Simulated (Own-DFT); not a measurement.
# Response to strain: wurtzite AlGaN with randomly placed atoms, 128 atoms (Al48Ga16N64)

All numbers below are calculated, not measured. They come from Own-DFT, an in-house plane-wave density functional program, since retired, whose code no person has reviewed. Each row is one single-point run on a periodic cell that was not relaxed, without spin or spin-orbit coupling.

Settings of every run: PBE; PseudoDojo norm-conserving scalar-relativistic files (stringent for Ga); cutoff 96 hartree; 3 x 3 x 3 k mesh centred on Gamma; Gaussian smearing of 0.01 eV.

Known limits: k mesh not checked against a denser one; stress not checked against mesh or cutoff.

Unstrained cell vectors in Å: (12.525, 0.000, 0.000); (-6.263, 10.847, 0.000); (0.000, 0.000, 10.066). The unstrained cell has measured lattice constants (interpolated for alloys), not those of this functional. That, the random moves and any unrelaxed bonds set the pressure at no strain. Each run strains this cell uniformly, with the atoms carried along. Every atom was also moved at random, by a Gaussian of width 0.05 Å on each axis. The random placing of the alloy's atoms differs from row to row. Strain is the symmetric tensor, in per cent. Stress is positive in tension, and the pressure is minus a third of its trace.

| run | e_xx (%) | e_yy (%) | e_zz (%) | s_xx (GPa) | s_yy (GPa) | s_zz (GPa) | P (GPa) | E (meV/atom) |
|---|---|---|---|---|---|---|---|---|
| 1 | 3.00 | 3.00 | 0.00 | 7.94 | 8.69 | -2.67 | -4.65 | 16.8 |
| 2 | -2.75 | -2.75 | 0.00 | -25.22 | -24.67 | -9.99 | 19.96 | 68.1 |
| 3 | 1.75 | 1.75 | 0.00 | 2.34 | 4.01 | -4.27 | -0.69 | 0.0 |
| 4 | 2.75 | 2.75 | 0.00 | 7.19 | 7.20 | -2.65 | -3.91 | 11.8 |
| 5 | 2.00 | 2.00 | 0.00 | 3.05 | 5.03 | -3.55 | -1.51 | 7.0 |
| 6 | -2.00 | -2.00 | 0.00 | -19.60 | -17.78 | -9.60 | 15.66 | 41.2 |
| 7 | 1.50 | 1.50 | 0.00 | 1.33 | 1.87 | -3.98 | 0.26 | 4.2 |
| 8 | -0.75 | -0.75 | 0.00 | -10.67 | -11.62 | -6.66 | 9.65 | 17.9 |
| 9 | -1.00 | -1.00 | 0.00 | ? | ? | ? | ? | ? |

E is the free energy for each atom above the lowest run shown.

## Worked fit

The change of volume is close to e_xx + e_yy + e_zz. A straight line through the runs shown gives P = 7.37 - 213 x (fractional change of volume) GPa, with an error of 7 on the slope and a scatter of 0.82 GPa. The strain isn't the same on all axes and the cell isn't cubic, so the slope belongs to this path and is not the bulk modulus.

## Withheld run

Question: what pressure should run 9 give? Its volume changes by -1.99 %.

The line gives 11.6 GPa. The calculation gave 11.20 GPa.
